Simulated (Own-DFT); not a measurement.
# Computed records: SiC (2H silicon carbide, atoms displaced), GaN (wurtzite, strained, atoms displaced)

A calculation, not a measurement: plane-wave PBE density functional theory by an unreviewed code, no spin, of a simulated periodic cell, stress positive in tension, free energy of the whole cell less one offset for each atom, forces on such cells passed a denser k mesh, this cell's mesh not checked; offsets are fitted by least squares, one for each functional and potential file, so energies compare only between cells with the same atoms and settings and are not formation energies; the far tail of each file's local potential was reset to the Coulomb form; each entry is a single point on an unrelaxed cell, so the pressure reflects the starting lattice, mostly measured values (interpolated for alloys), from which strain is counted, and rises with the displacements; printed positions are rounded, which can move forces by about a meV/angstrom; the program, named Own-DFT, is a retired in-house code; no spin-orbit coupling. Program: Own-DFT development build.

Common to all runs: functional PBE.

(1) SiC (2H silicon carbide, atoms displaced)

```cif
# cell vector a (Å): 6.1654 0.0000 0.0000
# cell vector b (Å): -3.0827 5.3394 0.0000
# cell vector c (Å): 0.0000 0.0000 10.0681
data_SiC
_symmetry_space_group_name_H-M 'P 1'
_symmetry_Int_Tables_number 1
_cell_length_a 6.1654
_cell_length_b 6.1654
_cell_length_c 10.0681
_cell_angle_alpha 90.000
_cell_angle_beta 90.000
_cell_angle_gamma 120.000
_cell_volume 331.44
loop_
_atom_site_label
_atom_site_type_symbol
_atom_site_fract_x
_atom_site_fract_y
_atom_site_fract_z
_atom_site_occupancy
Si1 Si 0.01466 0.99163 0.98274 1
Si2 Si 0.12935 0.29144 0.24897 1
C1 C 0.00696 0.00749 0.20167 1
C2 C 0.18254 0.34908 0.42632 1
Si3 Si 0.98812 0.02294 0.50544 1
Si4 Si 0.19226 0.33569 0.73793 1
C3 C 0.98620 0.01120 0.68539 1
C4 C 0.18179 0.36180 0.94247 1
Si5 Si 0.01180 0.53572 0.00098 1
Si6 Si 0.18013 0.84067 0.25173 1
C5 C 0.99407 0.50107 0.19232 1
C6 C 0.18770 0.81651 0.44679 1
Si7 Si 0.02418 0.50264 0.52138 1
Si8 Si 0.11301 0.80775 0.73920 1
C7 C 0.00762 0.51762 0.67327 1
C8 C 0.15508 0.82481 0.92552 1
Si9 Si 0.51986 0.02924 0.01203 1
Si10 Si 0.68688 0.35017 0.24002 1
C9 C 0.52012 0.00929 0.18471 1
C10 C 0.69260 0.34592 0.42540 1
Si11 Si 0.51274 0.02281 0.50953 1
Si12 Si 0.62581 0.30678 0.73323 1
C11 C 0.50709 0.97239 0.69427 1
C12 C 0.66212 0.34487 0.93092 1
Si13 Si 0.49072 0.49414 0.00339 1
Si14 Si 0.70031 0.82356 0.24878 1
C13 C 0.51276 0.49680 0.17636 1
C14 C 0.65275 0.86485 0.44085 1
Si15 Si 0.50568 0.50678 0.48624 1
Si16 Si 0.66688 0.82940 0.75508 1
C15 C 0.47035 0.50021 0.67896 1
C16 C 0.67579 0.84086 0.93706 1
```

* potential files: PseudoDojo norm-conserving, scalar-relativistic, standard set
* wave cutoff: 42 hartree
* occupations: Fermi-Dirac
* smearing width: 0.1 eV
* hardware: one NVIDIA H100
* k mesh: 5 x 5 x 3 centred on Gamma
* free energy of cell above offsets: 6.586 eV
* pressure: 12.39 GPa
* stress xx: -9.62 GPa
* stress yy: -11.14 GPa
* stress zz: -16.42 GPa
* stress yz: -1.27 GPa
* stress xz: 2.86 GPa
* stress xy: -2.1 GPa
* wall time: 122.6 s

Force:
```
element  x (eV/Å)  y (eV/Å)  z (eV/Å)
     Si    -3.439      2.92     2.167
     Si     0.939     10.07     1.033
      C     3.345    -6.249     -4.85
      C    -0.577    -1.656     2.462
     Si     2.098    -1.698     -2.75
     Si    -7.689    -1.761     5.105
      C     1.186     -0.65     0.728
      C    -1.343    -2.635    -1.968
     Si     0.041    -5.021     0.267
     Si     1.438     -0.47     1.921
      C     3.329     2.037    -2.358
      C    -2.715     2.708    -0.978
     Si    -0.756     0.119    -13.94
     Si     3.511     3.516     1.346
      C     -1.56    -4.402     10.74
      C     1.934     2.672    -0.225
     Si     0.644    -1.508    -4.474
     Si    -2.349      -2.7     1.649
      C    -0.207    -0.826      2.07
      C    -1.202     0.636     2.914
     Si    -2.089    -0.376    -1.289
     Si     2.203     1.364     2.598
      C    -4.993     2.705    -1.564
      C     0.712    -0.128    -0.284
     Si      1.53     2.242    -2.234
     Si    -5.841     -0.66      0.93
      C    -1.273     0.028     3.653
      C     5.178    -2.964    -1.758
     Si     0.759     1.102     0.079
     Si      0.02    -0.776     0.687
      C     7.543     2.546    -2.702
      C    -0.377    -0.181     1.026
```

(2) GaN (wurtzite, strained, atoms displaced)

```cif
# cell vector a (Å): 12.7560 0.0000 0.0000
# cell vector b (Å): -4.7835 8.2853 0.0000
# cell vector c (Å): 0.0000 0.0000 10.4996
data_GaN
_symmetry_space_group_name_H-M 'P 1'
_symmetry_Int_Tables_number 1
_cell_length_a 12.7560
_cell_length_b 9.5670
_cell_length_c 10.4996
_cell_angle_alpha 90.000
_cell_angle_beta 90.000
_cell_angle_gamma 120.000
_cell_volume 1109.67
loop_
_atom_site_label
_atom_site_type_symbol
_atom_site_fract_x
_atom_site_fract_y
_atom_site_fract_z
_atom_site_occupancy
Ga1 Ga 0.07901 0.21655 0.99881 1
Ga2 Ga 0.16658 0.11296 0.24616 1
N1 N 0.08169 0.22280 0.18881 1
N2 N 0.16996 0.11363 0.43586 1
Ga3 Ga 0.07999 0.21045 0.50147 1
Ga4 Ga 0.17346 0.11698 0.74872 1
N3 N 0.08863 0.22606 0.68868 1
N4 N 0.17542 0.10746 0.93921 1
Ga5 Ga 0.09009 0.56149 0.01160 1
Ga6 Ga 0.16639 0.44126 0.24315 1
N5 N 0.07640 0.55848 0.18623 1
N6 N 0.16739 0.44585 0.43489 1
Ga7 Ga 0.08368 0.54958 0.49805 1
Ga8 Ga 0.16751 0.45133 0.75680 1
N7 N 0.08132 0.55317 0.69484 1
N8 N 0.17008 0.44352 0.94245 1
Ga9 Ga 0.08680 0.88884 0.99327 1
Ga10 Ga 0.15710 0.77683 0.24900 1
N9 N 0.08492 0.88886 0.18871 1
N10 N 0.16856 0.77679 0.44018 1
Ga11 Ga 0.08280 0.89802 0.49549 1
Ga12 Ga 0.16415 0.78379 0.74459 1
N11 N 0.08715 0.89722 0.68777 1
N12 N 0.16683 0.78032 0.93465 1
Ga13 Ga 0.33591 0.22627 0.00646 1
Ga14 Ga 0.42242 0.11131 0.25828 1
N13 N 0.34179 0.23053 0.18083 1
N14 N 0.42552 0.11627 0.43177 1
Ga15 Ga 0.33226 0.22297 0.49868 1
Ga16 Ga 0.42462 0.12584 0.74829 1
N15 N 0.32848 0.21810 0.68768 1
N16 N 0.41621 0.11589 0.93323 1
Ga17 Ga 0.33444 0.55333 0.00243 1
Ga18 Ga 0.42254 0.44620 0.25435 1
N17 N 0.34005 0.55434 0.19629 1
N18 N 0.41630 0.44340 0.43866 1
Ga19 Ga 0.33042 0.55046 0.49818 1
Ga20 Ga 0.41488 0.44365 0.75303 1
N19 N 0.34372 0.56704 0.68271 1
N20 N 0.41670 0.44154 0.94520 1
Ga21 Ga 0.34317 0.90203 0.99977 1
Ga22 Ga 0.41858 0.77768 0.24739 1
N21 N 0.33700 0.88577 0.19205 1
N22 N 0.41091 0.77889 0.43464 1
Ga23 Ga 0.33727 0.89334 0.49902 1
Ga24 Ga 0.41743 0.77330 0.74669 1
N23 N 0.33529 0.90406 0.68690 1
N24 N 0.41835 0.77998 0.94239 1
Ga25 Ga 0.59483 0.23697 0.99891 1
Ga26 Ga 0.66237 0.10148 0.24625 1
N25 N 0.58324 0.22651 0.19544 1
N26 N 0.67232 0.12304 0.43360 1
Ga27 Ga 0.58088 0.22861 0.49710 1
Ga28 Ga 0.66122 0.10703 0.74697 1
N27 N 0.58281 0.22442 0.69552 1
N28 N 0.65876 0.10103 0.94640 1
Ga29 Ga 0.58310 0.55444 0.00029 1
Ga30 Ga 0.67200 0.45111 0.25065 1
N29 N 0.59639 0.56562 0.19096 1
N30 N 0.66680 0.44601 0.44591 1
Ga31 Ga 0.58841 0.56425 0.50621 1
Ga32 Ga 0.67045 0.45234 0.75572 1
N31 N 0.58627 0.55630 0.69135 1
N32 N 0.67477 0.44817 0.95105 1
Ga33 Ga 0.57937 0.87102 0.00265 1
Ga34 Ga 0.66637 0.77333 0.25998 1
N33 N 0.58520 0.88527 0.18827 1
N34 N 0.65919 0.77635 0.43061 1
Ga35 Ga 0.58602 0.88190 0.49942 1
Ga36 Ga 0.65916 0.77940 0.75119 1
N35 N 0.58313 0.89496 0.68604 1
N36 N 0.66102 0.77759 0.93639 1
Ga37 Ga 0.83846 0.22691 0.99978 1
Ga38 Ga 0.91818 0.10906 0.24914 1
N37 N 0.83898 0.22713 0.19071 1
N38 N 0.91981 0.11426 0.44273 1
Ga39 Ga 0.83220 0.22005 0.50839 1
Ga40 Ga 0.91903 0.12039 0.75054 1
N39 N 0.82989 0.22468 0.68669 1
N40 N 0.90373 0.10021 0.92988 1
Ga41 Ga 0.83104 0.55240 0.99955 1
Ga42 Ga 0.91581 0.44358 0.25626 1
N41 N 0.83121 0.55754 0.18741 1
N42 N 0.92009 0.44783 0.44688 1
Ga43 Ga 0.84090 0.56626 0.49544 1
Ga44 Ga 0.92158 0.45345 0.75306 1
N43 N 0.83141 0.55009 0.69269 1
N44 N 0.91140 0.43832 0.93904 1
Ga45 Ga 0.83146 0.89268 0.99816 1
Ga46 Ga 0.90655 0.76801 0.24511 1
N45 N 0.83435 0.89333 0.18954 1
N46 N 0.91843 0.78410 0.43085 1
Ga47 Ga 0.82907 0.88556 0.50528 1
Ga48 Ga 0.91903 0.77537 0.75048 1
N47 N 0.83682 0.88953 0.68629 1
N48 N 0.91838 0.77392 0.93589 1
```

* potential files: PseudoDojo norm-conserving, scalar-relativistic, standard set with the stringent files for Ga
* wave cutoff: 96 hartree
* occupations: Gaussian
* smearing width: 0.01 eV
* k mesh: 3 x 4 x 3 centred on Gamma
* free energy of cell above offsets: -5.775 eV
* pressure: 4.45 GPa
* stress xx: -5.26 GPa
* stress yy: -6.11 GPa
* stress zz: -1.99 GPa
* stress yz: -0.23 GPa
* stress xz: 0.17 GPa
* stress xy: 0.35 GPa

Force:
```
element  x (eV/Å)  y (eV/Å)  z (eV/Å)
     Ga     0.638    -0.384    -0.327
     Ga     0.925    -0.001    -0.121
      N     0.407     -0.31    -0.858
      N    -0.203     0.162    -0.548
     Ga     0.103     1.822     0.083
     Ga    -1.272    -0.812     1.116
      N    -0.499     0.314      0.39
      N    -2.072     0.866    -0.356
     Ga    -0.918     0.017    -2.534
     Ga    -0.069     1.138     1.119
      N     1.338    -0.478     1.331
      N     0.109    -1.219    -0.091
     Ga     0.217     1.062     0.744
     Ga     0.727     -0.26    -0.746
      N     0.738     0.888    -1.092
      N    -0.673    -0.267     0.138
     Ga    -0.401    -0.227     1.024
     Ga     2.359     0.259     0.983
      N    -1.658     0.562    -0.797
      N    -0.935     0.326    -0.198
     Ga     1.228    -1.308     0.468
     Ga     1.446    -0.142     0.498
      N    -0.998    -0.441    -0.762
      N     1.159    -0.583     0.232
     Ga     0.676    -0.904    -1.296
     Ga     -0.87    -0.316    -2.523
      N     -0.45    -0.841     2.703
      N    -2.042    -0.414     2.104
     Ga     0.886    -0.019     0.155
     Ga    -1.145    -1.557     0.781
      N     1.358     1.848    -0.811
      N     0.819     0.958     0.683
     Ga     0.131     0.664     0.702
     Ga     0.516    -0.108    -0.377
      N    -1.065    -0.173    -1.302
      N     0.651     0.363     0.465
     Ga    -0.097     0.913    -0.548
     Ga     0.246    -0.134    -0.116
      N    -0.838    -2.041     0.617
      N     0.076     0.802    -1.303
     Ga    -0.724    -0.661     0.266
     Ga    -0.088    -0.124      0.72
      N    -1.367     0.575    -0.779
      N     1.881     -0.41     0.492
     Ga    -0.622    -0.042     0.316
     Ga    -1.423     2.169     0.871
      N     0.767    -1.308     0.005
      N    -0.353    -1.122    -0.986
     Ga    -0.958    -3.134     1.106
     Ga     0.335     1.592     0.271
      N     1.015      0.17    -1.098
      N    -0.209    -1.395     0.713
     Ga     1.922    -0.273     1.044
     Ga     0.392     1.186      1.54
      N      0.76     1.281    -1.319
      N     0.982     0.582    -0.872
     Ga     0.385     0.326      0.71
     Ga    -0.399    -1.343     0.929
      N    -1.433    -1.024    -0.623
      N     0.273     1.516    -0.884
     Ga    -0.308    -1.442    -0.464
     Ga     0.361    -0.939     0.033
      N    -0.886     0.259     0.253
      N    -2.473     0.645    -2.281
     Ga    -1.354     2.452     0.707
     Ga    -0.056     1.203     -2.95
      N     0.162    -0.586     0.127
      N     1.906    -0.216     2.742
     Ga    -2.849     1.928    -0.243
     Ga     1.496     0.313    -0.035
      N     0.378    -1.113    -0.494
      N     2.036    -1.112    -0.404
     Ga    -1.457    -1.198     0.572
     Ga    -0.782     0.507     1.001
      N    -0.409    -0.679    -0.374
      N     -0.74    -1.003      -0.6
     Ga    -0.131     0.443    -1.416
     Ga     0.026    -0.729    -1.207
      N     0.483    -0.001     1.283
      N     1.541      1.57      0.96
     Ga     2.096     1.352     0.681
     Ga    -0.464    -0.204     0.066
      N     1.246    -0.882    -0.049
      N    -0.503    -0.388    -1.031
     Ga    -0.485    -1.008     1.124
     Ga    -0.668    -1.376     0.254
      N     0.188     1.238    -0.908
      N     1.021     1.268      0.01
     Ga     0.445    -1.576     0.332
     Ga     1.046      2.04     0.073
      N    -0.235    -0.635    -0.619
      N    -0.564    -0.175     0.588
     Ga     0.401     0.652    -0.862
     Ga    -0.357     0.356    -0.176
      N     -0.95    -0.122     0.751
      N    -0.842     0.569     0.502
```
